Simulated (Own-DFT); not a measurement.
# One host, several defects: zincblende GaP

Calculated, not measured: single-point runs of Own-DFT, a retired in-house plane-wave DFT program that no person has reviewed, on unrelaxed cells, without spin or spin-orbit coupling.

Settings: PBE; PseudoDojo norm-conserving scalar-relativistic files; cutoff 42 hartree; 3 x 3 x 3 k mesh centred on Gamma; Fermi-Dirac smearing of 0.1 eV.

Keep in mind (not all hold for every row): not probed for a lower state with spin; forces on such cells failed a check on a denser k mesh; forces on such cells passed a denser k mesh, each cell not checked; stress not checked against mesh or cutoff.

All runs share one cell, with vectors in Å (10.901, 0.000, 0.000); (0.000, 10.901, 0.000); (0.000, 0.000, 10.901) and a volume of 1295.4 Å³. The atoms are randomly displaced, by u rms on each axis. The defect's site can differ from row to row.

```
                                     cell    formula   u (Å)  P (GPa)
                                no defect    Ga32P32  0.0199     2.70
                                no defect    Ga32P32  0.0482     3.12
                                no defect    Ga32P32  0.0526     3.28
                  two P on a Ga site each    Ga30P34  0.0456     3.20
                  two P on a Ga site each    Ga30P34  0.0497     3.16
                  two P on a Ga site each    Ga30P34  0.0515     3.31
                      one In on a Ga site  Ga31InP32  0.0278     3.67
                      one In on a Ga site  Ga31InP32  0.0323     3.72
                      one In on a Ga site  Ga31InP32  0.0483        ?
                      one In on a Ga site  Ga31InP32  0.0506     4.04
one Ga on a P site and one P on a Ga site    Ga32P32  0.0308     3.00
one Ga on a P site and one P on a Ga site    Ga32P32  0.0327     3.04
one Ga on a P site and one P on a Ga site    Ga32P32  0.0511     3.42
                          two P vacancies    Ga32P30  0.0312     2.30
                          two P vacancies    Ga32P30  0.0444     2.41
                          two P vacancies    Ga32P30  0.0453     2.49
```

## Worked fit

P = P0 + c u² + a shift for each defect gives P0 = 2.63 GPa, c = 221 ± 17 GPa/Å² and a scatter of 0.05 GPa. The shifts, and each times the cell's volume:

- one In on a Ga site: 0.86 ± 0.04 GPa, 6.9 eV
- one Ga on a P site and one P on a Ga site: 0.18 ± 0.04 GPa, 1.5 eV
- two P on a Ga site each: 0.06 ± 0.04 GPa, 0.5 eV (0.3 eV for each of its 2 sites) (not resolved)
- two P vacancies: -0.59 ± 0.04 GPa, -4.8 eV (-2.4 eV for each of its 2 sites)

Against the defect-free cell, a freed cell would be larger where the shift is positive and smaller where it is negative (160.2 GPa Å³ is 1 eV). The atoms around the defects weren't relaxed, which would change these numbers.

## The run left out

The question: what pressure belongs in the blank (one In on a Ga site, u = 0.0483 Å)?

Estimate: 4.00 ± 0.06 GPa. Computed: 3.93 GPa.
